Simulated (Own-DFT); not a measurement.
# What a defect does to the pressure of its cell: C11b WSi2

No measurement is shown. These are fixed-geometry runs of a retired plane-wave code named Own-DFT, which no person has reviewed; spin and spin-orbit coupling are neglected.

Method: PBE; PseudoDojo norm-conserving scalar-relativistic files; cutoff 50 hartree; 5 x 5 x 5 k mesh centred on Gamma; cold (Marzari-Vanderbilt) smearing of 0.2 eV.

Caveats: forces on such cells failed a check on a denser k mesh; stress not checked against mesh or cutoff.

All runs share one cell, with vectors in Å (-2.148, -5.953, 3.409); (-6.444, 2.976, 1.136); (-2.553, -2.948, -6.757) and a volume of 403.2 Å³. u is the rms random offset of the atoms per axis. The defect's site can differ from row to row.

```
cell,formula,u (Å),P (GPa)
no defect,Si20W10,0.0201,4.33
no defect,Si20W10,0.0476,5.51
no defect,Si20W10,0.0526,6.27
one Si vacancy,Si19W10,0.0287,3.03
one Si vacancy,Si19W10,0.0293,3.30
one Si vacancy,Si19W10,0.0513,4.55
one W vacancy,Si20W9,0.0275,3.29
one W vacancy,Si20W9,0.0509,4.67
one W vacancy,Si20W9,0.0545,5.48
one Si on a W site,Si21W9,0.0303,6.27
one Si on a W site,Si21W9,0.0333,?
one Si on a W site,Si21W9,0.0429,7.03
one Si on a W site,Si21W9,0.0473,6.97
one W on a Si site,Si19W11,0.0295,9.66
one W on a Si site,Si19W11,0.0298,9.73
one W on a Si site,Si19W11,0.0465,10.53
```

## Fit

P = P0 + c u² + a shift for each defect gives P0 = 3.96 GPa, c = 781 ± 64 GPa/Å² and a scatter of 0.20 GPa. The shifts, and each times the cell's volume:

- one W on a Si site: 4.99 ± 0.17 GPa, 12.6 eV
- one Si on a W site: 1.50 ± 0.17 GPa, 3.8 eV
- one W vacancy: -1.12 ± 0.17 GPa, -2.8 eV
- one Si vacancy: -1.45 ± 0.17 GPa, -3.7 eV

Against the defect-free cell, a freed cell would be larger where the shift is positive and smaller where it is negative (160.2 GPa Å³ is 1 eV). The atoms around the defects weren't relaxed, which would change these numbers.

## The run left out

Asked: what pressure belongs in the blank (one Si on a W site, u = 0.0333 Å)?

The fitted form gives 6.32 ± 0.24 GPa. The calculation gave 6.29 GPa.
